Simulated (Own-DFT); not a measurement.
## Calculated data, SiGe$_{3}$ (layered order of Si and Ge on the diamond lattice, atoms displaced)

All values are calculated (Own-DFT development build). A calculation, not a measurement: plane-wave density functional theory by an unreviewed code, no spin, of a simulated periodic cell, stress positive in tension, run twice, with PBE and with PBEsol, both on files made for PBE, so the change isn't that of files made for PBEsol, forces on such cells moved up to 12 meV/angstrom on a denser k mesh; the far tail of each file's local potential was reset to the Coulomb form; each entry is a single point on an unrelaxed cell, so the pressure reflects the starting lattice, mostly measured values (interpolated for alloys), from which strain is counted, and rises with the displacements; printed positions are rounded, which can move forces by about a meV/angstrom; the program, named Own-DFT, is a retired in-house code; no spin-orbit coupling; stress was not checked against mesh or cutoff.

## SiGe$_{3}$ (layered order of Si and Ge on the diamond lattice, atoms displaced)

```
cell vectors (Å)
  11.2025     0.0000     0.0000
   0.0000    11.2025     0.0000
   0.0000     0.0000    11.2025
atoms (fractions of the cell vectors)
Ge  0.99272  0.00106  0.00212
Ge  0.00100  0.25023  0.24869
Ge  0.25219  0.99784  0.25325
Ge  0.24923  0.25243  0.00143
Ge  0.12906  0.12705  0.12084
Ge  0.12658  0.37068  0.37587
Ge  0.37762  0.12137  0.37772
Ge  0.37870  0.37393  0.12968
Ge  0.99807  0.00564  0.49924
Si  0.00162  0.24971  0.74664
Si  0.25207  0.00273  0.75116
Ge  0.25026  0.24736  0.50515
Ge  0.12275  0.12356  0.62615
Si  0.12151  0.37568  0.87709
Si  0.37454  0.12155  0.87709
Ge  0.37864  0.37751  0.63025
Ge  0.00135  0.49888  0.00013
Ge  0.00025  0.74743  0.25108
Ge  0.24888  0.50160  0.24918
Ge  0.24837  0.75038  0.00478
Ge  0.12507  0.62215  0.12600
Ge  0.12465  0.87848  0.37394
Ge  0.37498  0.62548  0.37525
Ge  0.37385  0.87216  0.12170
Ge  0.00071  0.50151  0.50375
Si  0.00332  0.74729  0.75067
Si  0.25421  0.50158  0.74549
Ge  0.25013  0.75365  0.50367
Ge  0.12630  0.62635  0.62489
Si  0.12227  0.87700  0.87385
Si  0.37188  0.62552  0.87129
Ge  0.37337  0.87954  0.62380
Ge  0.49787  0.00516  0.99970
Ge  0.49706  0.24786  0.25059
Ge  0.74836  0.99863  0.24885
Ge  0.74969  0.24605  0.99748
Ge  0.62494  0.12347  0.12967
Ge  0.62898  0.37884  0.37413
Ge  0.87092  0.12542  0.38201
Ge  0.87580  0.37029  0.12801
Ge  0.49917  0.00336  0.49485
Si  0.50221  0.25109  0.75245
Si  0.75207  0.00198  0.75020
Ge  0.74935  0.24703  0.50153
Ge  0.62574  0.12237  0.62441
Si  0.62588  0.38028  0.87665
Si  0.87572  0.12540  0.88012
Ge  0.87629  0.37183  0.62225
Ge  0.49846  0.50017  0.00061
Ge  0.49823  0.75048  0.25360
Ge  0.75000  0.50186  0.24881
Ge  0.74807  0.75201  0.00162
Ge  0.62327  0.62403  0.12162
Ge  0.62378  0.87658  0.37396
Ge  0.87205  0.62559  0.37735
Ge  0.87518  0.87917  0.12078
Ge  0.49792  0.50095  0.49928
Si  0.49361  0.75121  0.75636
Si  0.74935  0.49992  0.74773
Ge  0.75109  0.74706  0.49844
Ge  0.62169  0.62457  0.62665
Si  0.62673  0.87512  0.87801
Si  0.87458  0.62272  0.87888
Ge  0.87314  0.87497  0.62333
```

Here we set functional PBE, then PBEsol, potential files PseudoDojo norm-conserving, scalar-relativistic, standard set, wave cutoff 42 hartree, occupations Fermi-Dirac, smearing width 0.1 eV and k mesh 3 x 3 x 3 centred on Gamma.

Results for SiGe$_{3}$ (layered order of Si and Ge on the diamond lattice, atoms displaced): PBE pressure 3.41 GPa; PBE stress xx -3.45 GPa; PBE stress yy -3.43 GPa; PBE stress zz -3.36 GPa; PBE stress yz 0.23 GPa; PBE stress xz -0.16 GPa; PBE stress xy 0 GPa; PBEsol pressure 0.71 GPa; PBEsol stress xx -0.74 GPa; PBEsol stress yy -0.72 GPa; PBEsol stress zz -0.66 GPa; PBEsol stress yz 0.22 GPa; PBEsol stress xz -0.16 GPa; PBEsol stress xy 0.01 GPa; rms change of force components from PBE to PBEsol 0.042 eV/Å.

Force:
| force element | PBE force x (eV/Å) | PBE force y (eV/Å) | PBE force z (eV/Å) | PBEsol force x (eV/Å) | PBEsol force y (eV/Å) | PBEsol force z (eV/Å) |
| --- | --- | --- | --- | --- | --- | --- |
| Ge | 1.408 | 0.311 | -0.942 | 1.361 | 0.289 | -0.838 |
| Ge | 0.004 | -0.71 | 0.519 | 0.004 | -0.676 | 0.5 |
| Ge | -0.025 | 0.282 | -0.772 | -0.024 | 0.269 | -0.743 |
| Ge | 0.497 | 0.22 | -0.932 | 0.477 | 0.202 | -0.826 |
| Ge | -0.488 | -0.644 | 0.729 | -0.476 | -0.613 | 0.715 |
| Ge | -0.046 | 0.506 | 0.157 | -0.046 | 0.49 | 0.146 |
| Ge | -0.886 | 0.886 | -0.418 | -0.851 | 0.85 | -0.406 |
| Ge | -0.59 | 0.284 | -0.475 | -0.574 | 0.274 | -0.454 |
| Ge | 0.145 | -0.92 | 0.218 | 0.137 | -0.887 | 0.207 |
| Si | -0.286 | 0.037 | 1.199 | -0.284 | 0.03 | 1.093 |
| Si | -0.468 | -0.258 | 0.448 | -0.464 | -0.259 | 0.353 |
| Ge | 0.39 | 0.261 | -0.106 | 0.37 | 0.25 | -0.113 |
| Ge | 0.372 | 0.013 | 0.654 | 0.362 | 0.014 | 0.552 |
| Si | 0.66 | -0.016 | -1.162 | 0.65 | -0.008 | -1.061 |
| Si | -0.149 | 1.02 | -0.763 | -0.136 | 1.005 | -0.664 |
| Ge | -0.083 | -0.59 | -0.118 | -0.076 | -0.569 | -0.192 |
| Ge | -0.499 | -0.126 | -0.125 | -0.481 | -0.119 | -0.043 |
| Ge | -0.228 | 0.461 | -0.163 | -0.218 | 0.447 | -0.154 |
| Ge | 0.248 | -0.475 | 0.448 | 0.242 | -0.46 | 0.434 |
| Ge | -0.375 | -0.213 | -1.423 | -0.359 | -0.204 | -1.305 |
| Ge | -0.21 | 0.265 | -0.129 | -0.199 | 0.256 | -0.117 |
| Ge | -0.28 | -0.364 | 0.378 | -0.262 | -0.351 | 0.364 |
| Ge | -0.474 | 0.144 | 0.206 | -0.453 | 0.141 | 0.195 |
| Ge | 0.451 | 0.507 | 0.562 | 0.43 | 0.488 | 0.558 |
| Ge | 0.087 | -0.271 | -0.621 | 0.081 | -0.265 | -0.605 |
| Si | -0.618 | 0.284 | 0.542 | -0.607 | 0.269 | 0.452 |
| Si | -0.81 | -0.133 | 1.102 | -0.803 | -0.143 | 0.997 |
| Ge | -0.148 | -0.142 | -0.616 | -0.144 | -0.135 | -0.601 |
| Ge | 0.132 | -0.07 | 0.601 | 0.13 | -0.068 | 0.507 |
| Si | 0.203 | -0.062 | -0.113 | 0.201 | -0.055 | -0.033 |
| Si | -0.139 | -0.073 | 0.372 | -0.142 | -0.076 | 0.453 |
| Ge | 0.45 | -0.066 | 0.813 | 0.43 | -0.072 | 0.712 |
| Ge | 0.465 | -0.812 | -0.133 | 0.459 | -0.798 | -0.052 |
| Ge | 0.747 | 0.172 | 0.593 | 0.725 | 0.165 | 0.57 |
| Ge | 0.482 | 0.059 | 0.423 | 0.457 | 0.06 | 0.41 |
| Ge | -0.346 | 0.605 | 0.061 | -0.338 | 0.589 | 0.138 |
| Ge | -0.18 | 0.365 | -0.565 | -0.178 | 0.349 | -0.544 |
| Ge | -0.589 | -0.578 | 0.168 | -0.573 | -0.558 | 0.162 |
| Ge | 0.305 | 0.073 | -1.433 | 0.298 | 0.07 | -1.379 |
| Ge | -0.287 | 0.471 | -0.551 | -0.269 | 0.455 | -0.525 |
| Ge | 0.602 | -0.744 | 0.965 | 0.58 | -0.717 | 0.922 |
| Si | 0.054 | -0.232 | 0.608 | 0.051 | -0.229 | 0.522 |
| Si | -0.088 | -0.334 | 0.708 | -0.086 | -0.326 | 0.615 |
| Ge | -0.432 | 0.684 | 0.025 | -0.407 | 0.656 | 0.016 |
| Ge | -0.309 | 0.231 | 0.793 | -0.298 | 0.232 | 0.688 |
| Si | 0.093 | -0.551 | -0.582 | 0.086 | -0.539 | -0.489 |
| Si | 0.007 | 0.147 | -1.545 | 0.01 | 0.147 | -1.432 |
| Ge | -0.211 | 0.267 | 0.869 | -0.206 | 0.26 | 0.769 |
| Ge | -0.252 | 0.029 | -0.807 | -0.238 | 0.031 | -0.705 |
| Ge | 0.227 | -0.084 | -0.671 | 0.217 | -0.08 | -0.648 |
| Ge | 0.217 | -0.033 | -0.313 | 0.206 | -0.038 | -0.294 |
| Ge | 0.294 | -0.259 | -0.624 | 0.287 | -0.252 | -0.531 |
| Ge | -0.057 | 0.369 | 0.629 | -0.053 | 0.356 | 0.618 |
| Ge | 0.248 | -0.388 | 0.202 | 0.236 | -0.374 | 0.187 |
| Ge | 0.587 | -0.401 | -0.345 | 0.565 | -0.384 | -0.335 |
| Ge | -0.266 | -0.995 | 1.042 | -0.263 | -0.958 | 1.009 |
| Ge | 0.323 | -0.205 | 0.026 | 0.315 | -0.193 | 0.025 |
| Si | 0.724 | 0.343 | -0.224 | 0.717 | 0.349 | -0.299 |
| Si | 0.273 | -0.054 | 0.635 | 0.27 | -0.049 | 0.539 |
| Ge | -0.782 | 0.566 | 0.455 | -0.752 | 0.55 | 0.432 |
| Ge | -0.06 | 0.397 | 0.558 | -0.061 | 0.38 | 0.465 |
| Si | -0.457 | 0.366 | -0.831 | -0.444 | 0.358 | -0.738 |
| Si | -0.041 | 0.288 | -0.906 | -0.039 | 0.283 | -0.81 |
| Ge | 0.463 | -0.111 | 0.7 | 0.451 | -0.109 | 0.606 |
